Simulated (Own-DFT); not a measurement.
# One host, several defects: 2H SiC

Everything here is calculated. The program is Own-DFT (plane waves, in-house, since retired, never reviewed by a person); positions were held fixed, and spin and spin-orbit coupling were off.

Settings: PBE; PseudoDojo norm-conserving scalar-relativistic files; cutoff 42 hartree; 4 x 4 x 3 k mesh centred on Gamma; Fermi-Dirac smearing of 0.1 eV.

Limits (not all hold for every row): a neutral cation vacancy leaves holes that likely carry spin, which these runs leave out; not probed for a lower state with spin; forces on such cells moved up to 12 meV/angstrom on a denser k mesh; forces on such cells passed a denser k mesh, each cell not checked; stress not checked against mesh or cutoff.

All runs share one cell, with vectors in Å (9.248, 0.000, 0.000); (-4.624, 8.009, 0.000); (0.000, 0.000, 10.068) and a volume of 745.7 Å³. u is the rms random offset of the atoms per axis. The defect's site can differ from row to row.

| cell | formula | u (Å) | P (GPa) |
|---|---|---|---|
| no defect | C36Si36 | 0.0297 | 3.78 |
| no defect | C36Si36 | 0.0610 | 5.93 |
| no defect | C36Si36 | 0.0620 | 6.55 |
| one Si vacancy | C36Si35 | 0.0468 | 4.18 |
| one Si vacancy | C36Si35 | 0.0481 | 4.03 |
| one Si vacancy | C36Si35 | 0.0507 | ? |
| one Si vacancy | C36Si35 | 0.0511 | 4.38 |
| two Al on a Si site each | Al2C36Si34 | 0.0303 | 5.88 |
| two Al on a Si site each | Al2C36Si34 | 0.0462 | 6.74 |
| two Al on a Si site each | Al2C36Si34 | 0.0480 | 7.12 |
| one C vacancy | C35Si36 | 0.0283 | 3.78 |
| one C vacancy | C35Si36 | 0.0288 | 3.60 |
| one C vacancy | C35Si36 | 0.0289 | 3.55 |
| one C on a Si site | C37Si35 | 0.0280 | 1.69 |
| one C on a Si site | C37Si35 | 0.0321 | 2.03 |
| one C on a Si site | C37Si35 | 0.0506 | 3.49 |

## Fit

P = P0 + c u² + a shift for each defect gives P0 = 2.95 GPa, c = 875 ± 58 GPa/Å² and a scatter of 0.17 GPa. The shifts, and each times the cell's volume:

- two Al on a Si site each: 2.06 ± 0.15 GPa, 9.6 eV (4.8 eV for each of its 2 sites)
- one C vacancy: -0.03 ± 0.18 GPa, -0.1 eV (not resolved)
- one Si vacancy: -0.83 ± 0.14 GPa, -3.9 eV
- one C on a Si site: -1.83 ± 0.16 GPa, -8.5 eV

Against the defect-free cell, a freed cell would be larger where the shift is positive and smaller where it is negative (160.2 GPa Å³ is 1 eV). The atoms around the defects weren't relaxed, which would change these numbers.

## The run left out

The question: what pressure belongs in the blank (one Si vacancy, u = 0.0507 Å)?

From the fit: 4.37 ± 0.20 GPa. The run itself gave 4.59 GPa.
